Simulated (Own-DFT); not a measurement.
# One host, several defects: zincblende GaP

Calculated, not measured: single-point runs of Own-DFT, a retired in-house plane-wave DFT program that no person has reviewed, on unrelaxed cells, without spin or spin-orbit coupling.

Method: PBE; PseudoDojo norm-conserving scalar-relativistic files; cutoff 42 hartree; 2 x 3 x 3 k mesh centred on Gamma; Fermi-Dirac smearing of 0.1 eV.

Known weak points (not all hold for every row): not probed for a lower state with spin; forces on such cells failed a check on a denser k mesh; forces on such cells moved up to 12 meV/angstrom on a denser k mesh; forces on such cells passed a denser k mesh, each cell not checked; stress not checked against mesh or cutoff.

All runs share one cell, with vectors in Å (16.352, 0.000, 0.000); (0.000, 10.901, 0.000); (0.000, 0.000, 10.901) and a volume of 1943.1 Å³. The atoms are randomly displaced, by u rms on each axis. The defect's site can differ from row to row.

```
                                     cell  formula   u (Å)  P (GPa)
                                no defect  Ga48P48  0.0206     2.73
                                no defect  Ga48P48  0.0479     3.14
                                no defect  Ga48P48  0.0521     3.28
one Ga on a P site and one P on a Ga site  Ga48P48  0.0295     2.93
one Ga on a P site and one P on a Ga site  Ga48P48  0.0299     2.92
one Ga on a P site and one P on a Ga site  Ga48P48  0.0476     3.23
one Ga on a P site and one P on a Ga site  Ga48P48  0.0500        ?
                          two P vacancies  Ga48P46  0.0284     2.43
                          two P vacancies  Ga48P46  0.0500     2.87
                          two P vacancies  Ga48P46  0.0538     2.80
                       one P on a Ga site  Ga47P49  0.0297     2.91
                       one P on a Ga site  Ga47P49  0.0312     2.98
                       one P on a Ga site  Ga47P49  0.0499     3.41
                       one Ga on a P site  Ga49P47  0.0290     3.16
                       one Ga on a P site  Ga49P47  0.0303     3.14
                       one Ga on a P site  Ga49P47  0.0497     3.59
```

## What the rows give

P = P0 + c u² + a shift for each defect gives P0 = 2.61 GPa, c = 242 ± 17 GPa/Å² and a scatter of 0.05 GPa. The shifts, and each times the cell's volume:

- one Ga on a P site: 0.34 ± 0.05 GPa, 4.1 eV
- one P on a Ga site: 0.14 ± 0.04 GPa, 1.7 eV
- one Ga on a P site and one P on a Ga site: 0.09 ± 0.05 GPa, 1.1 eV (not resolved)
- two P vacancies: -0.41 ± 0.04 GPa, -5.0 eV (-2.5 eV for each of its 2 sites)

Against the defect-free cell, a freed cell would be larger where the shift is positive and smaller where it is negative (160.2 GPa Å³ is 1 eV). The atoms around the defects weren't relaxed, which would change these numbers.

## Prediction

The question: what pressure belongs in the blank (one Ga on a P site and one P on a Ga site, u = 0.0500 Å)?

Estimate: 3.30 ± 0.07 GPa. DFT gave 3.28 GPa.
